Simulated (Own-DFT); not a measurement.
# Response to strain: wurtzite AlN, 72 atoms (Al36N36)

These are calculations, not measurements. They come from Own-DFT, an in-house plane-wave density functional program, since retired, whose code no person has reviewed. Each row is one single-point run on a periodic cell that was not relaxed, without spin or spin-orbit coupling.

Settings of every run: PBE; PseudoDojo norm-conserving scalar-relativistic files; cutoff 42 hartree; 4 x 4 x 3 k mesh centred on Gamma; Gaussian smearing of 0.01 eV.

Known limits: k mesh not checked against a denser one; stress not checked against mesh or cutoff.

Unstrained cell vectors in Å: (9.336, 0.000, 0.000); (-4.668, 8.085, 0.000); (0.000, 0.000, 9.964). The unstrained cell has measured lattice constants (interpolated for alloys), not those of this functional. That, the random moves and any unrelaxed bonds set the pressure at no strain. Each run strains this cell uniformly, with the atoms carried along. Every atom was also moved at random, by a Gaussian of width 0.05 Å on each axis. Strain is the symmetric tensor, in per cent. Stress is positive in tension, and the pressure is minus a third of its trace.

| run | e_xx (%) | e_yy (%) | e_zz (%) | s_xx (GPa) | s_yy (GPa) | s_zz (GPa) | P (GPa) | E (meV/atom) |
|---|---|---|---|---|---|---|---|---|
| 1 | 2.75 | 2.75 | 0.00 | 10.05 | 6.84 | -3.46 | -4.48 | 24.8 |
| 2 | -0.50 | -0.50 | 0.00 | -9.72 | -7.57 | -6.71 | 8.00 | 11.3 |
| 3 | 1.50 | 1.50 | 0.00 | 1.07 | 2.14 | -3.02 | -0.06 | 15.8 |
| 4 | -2.75 | -2.75 | 0.00 | -22.94 | -23.42 | -11.85 | 19.40 | 68.9 |
| 5 | 1.25 | 1.25 | 0.00 | -0.93 | 2.13 | -2.48 | 0.42 | 0.0 |
| 6 | -2.00 | -2.00 | 0.00 | -21.06 | -16.90 | -7.40 | 15.12 | 44.5 |
| 7 | 1.75 | 1.75 | 0.00 | 2.59 | 3.58 | -3.68 | -0.83 | 35.6 |
| 8 | -1.25 | -1.25 | 0.00 | -14.44 | -15.52 | -4.68 | 11.55 | 37.6 |
| 9 | 0.75 | 0.75 | 0.00 | ? | ? | ? | ? | ? |

E is the free energy for each atom above the lowest run shown.

## Worked fit

The change of volume is close to e_xx + e_yy + e_zz. A straight line through the runs shown gives P = 6.62 - 216 x (fractional change of volume) GPa, with an error of 7 on the slope and a scatter of 0.76 GPa. The strain isn't the same on all axes and the cell isn't cubic, so the slope belongs to this path and is not the bulk modulus.

## Withheld run

Question: what pressure should run 9 give? Its volume changes by 1.51 %.

The line gives 3.4 GPa. The calculation gave 2.62 GPa.
